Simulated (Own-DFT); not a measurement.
# Strain and stress in bcc W, 16 atoms (W16)

These are calculations, not measurements. They come from Own-DFT, an in-house plane-wave density functional program, since retired, whose code no person has reviewed. Each row is one single-point run on a periodic cell that was not relaxed, without spin or spin-orbit coupling.

Settings of every run: PBE; PseudoDojo norm-conserving scalar-relativistic files; cutoff 50 hartree; 5 x 5 x 5 k mesh centred on Gamma; cold (Marzari-Vanderbilt) smearing of 0.2 eV.

Known limits: forces on such cells failed a check on a denser k mesh; stress not checked against mesh or cutoff.

Unstrained cell vectors in Å: (6.330, 0.000, 0.000); (0.000, 6.330, 0.000); (0.000, 0.000, 6.330). The unstrained cell has measured lattice constants (interpolated for alloys), not those of this functional. That, the random moves and any unrelaxed bonds set the pressure at no strain. Each run strains this cell uniformly, with the atoms carried along. Every atom was also moved at random, by a Gaussian of width 0.05 Å on each axis. Strain is the symmetric tensor, in per cent. Stress is positive in tension, and the pressure is minus a third of its trace.

| run | e_xx (%) | e_yy (%) | e_zz (%) | e_yz (%) | e_xz (%) | e_xy (%) | s_xx (GPa) | s_yy (GPa) | s_zz (GPa) | s_yz (GPa) | s_xz (GPa) | s_xy (GPa) | P (GPa) | E (meV/atom) |
|---|---|---|---|---|---|---|---|---|---|---|---|---|---|---|
| 1 | -1.57 | 0.50 | -1.47 | 0.36 | -0.55 | -1.18 | -19.31 | -12.32 | -18.93 | 0.80 | -1.91 | -4.20 | 16.85 | 53.2 |
| 2 | 0.03 | -1.63 | 0.29 | -1.37 | -1.70 | -0.46 | -11.81 | -17.12 | -10.41 | -4.65 | -5.95 | -2.32 | 13.11 | 49.6 |
| 3 | 0.19 | 0.53 | 0.39 | 0.07 | -0.55 | -0.37 | -5.00 | -3.31 | -4.07 | 0.08 | -1.60 | -1.16 | 4.13 | 8.0 |
| 4 | -0.80 | 0.82 | -1.81 | -1.11 | -0.80 | 1.21 | -14.91 | -10.08 | -18.89 | -3.69 | -2.32 | 3.82 | 14.63 | 58.9 |
| 5 | 0.46 | -0.79 | -1.55 | 0.98 | -1.99 | -1.72 | -10.73 | -15.41 | -17.83 | 2.57 | -6.10 | -5.21 | 14.65 | 36.0 |
| 6 | 1.97 | -0.51 | 1.06 | -1.96 | 0.40 | -1.88 | 3.01 | -4.71 | 0.34 | -5.37 | 0.44 | -5.34 | 0.45 | 16.1 |
| 7 | 0.16 | 1.30 | 1.72 | 1.74 | -1.21 | 0.28 | -1.71 | 1.59 | 3.57 | 4.86 | -3.51 | 1.02 | -1.15 | 31.5 |
| 8 | 0.91 | -0.61 | -1.93 | 1.77 | -0.99 | 0.78 | -8.70 | -13.33 | -18.05 | 5.73 | -3.74 | 3.08 | 13.36 | 29.8 |
| 9 | 0.34 | -1.28 | 1.26 | -1.72 | -0.25 | -0.15 | -6.69 | -11.50 | -3.50 | -5.02 | -1.01 | -0.74 | 7.23 | 24.5 |
| 10 | -1.18 | 1.29 | 1.30 | 0.33 | 0.69 | -0.59 | -9.64 | -1.45 | -1.03 | 1.26 | 1.80 | -1.27 | 4.04 | 25.3 |
| 11 | -1.24 | -0.84 | 1.48 | 1.53 | -1.29 | 0.55 | -14.12 | -12.56 | -5.86 | 4.86 | -4.70 | 2.33 | 10.85 | 46.6 |
| 12 | 0.51 | 0.09 | -1.15 | 1.75 | -1.56 | -1.10 | -7.79 | -9.27 | -13.48 | 5.40 | -4.72 | -2.92 | 10.18 | 31.3 |
| 13 | 1.61 | 0.64 | 1.40 | -0.76 | 1.76 | -0.67 | 4.24 | 1.52 | 3.87 | -1.81 | 4.79 | -1.59 | -3.21 | 6.9 |
| 14 | 1.23 | 1.39 | 1.54 | 1.51 | -0.83 | 1.86 | 4.24 | 4.94 | 5.28 | 4.52 | -2.87 | 5.47 | -4.82 | 0.0 |
| 15 | -0.85 | 0.27 | 0.04 | -0.34 | -1.65 | 0.74 | ? | ? | ? | ? | ? | ? | ? | ? |

E is the free energy for each atom above the lowest run shown.

## Worked fit

Each stress component was fitted by least squares to a constant and the strains of the runs shown, as fractions, with shears doubled. Shear strains stay in the fit of a normal stress only where such slopes are resolved. The slopes, in GPa:

| stress | at no strain | per e_xx | per e_yy | per e_zz | scatter |
|---|---|---|---|---|---|
| s_xx | -8.6 | 547 ± 8 | 215 ± 9 | 199 ± 6 | 0.31 |
| s_yy | -8.5 | 225 ± 15 | 534 ± 16 | 210 ± 11 | 0.56 |
| s_zz | -8.6 | 227 ± 12 | 217 ± 12 | 539 ± 9 | 0.43 |

Each shear stress against twice its own strain: yz 159 ± 3, xz 139 ± 6, xy 154 ± 7 GPa. These are stiffnesses along x, y and z of the frame in which the cell vectors are given, which need not be the crystal's axes. The atoms are held to the strained lattice; where symmetry lets them move under strain, relaxing them would lower some slopes. The table should be nearly symmetric about its diagonal, and what it lacks of that shows the noise. A ninth of its sum, 324 ± 5 GPa, estimates the bulk modulus near the mean pressure of these runs, 7.2 GPa, so it lies above the value at zero pressure.

## Withheld run

Question: what normal stresses and pressure should run 15 give?

The fit gives s_xx = -12.6, s_yy = -8.9, s_zz = -9.8 and P = 10.4 GPa. The calculation gave -12.74, -8.41, -9.41 and P = 10.19 GPa.
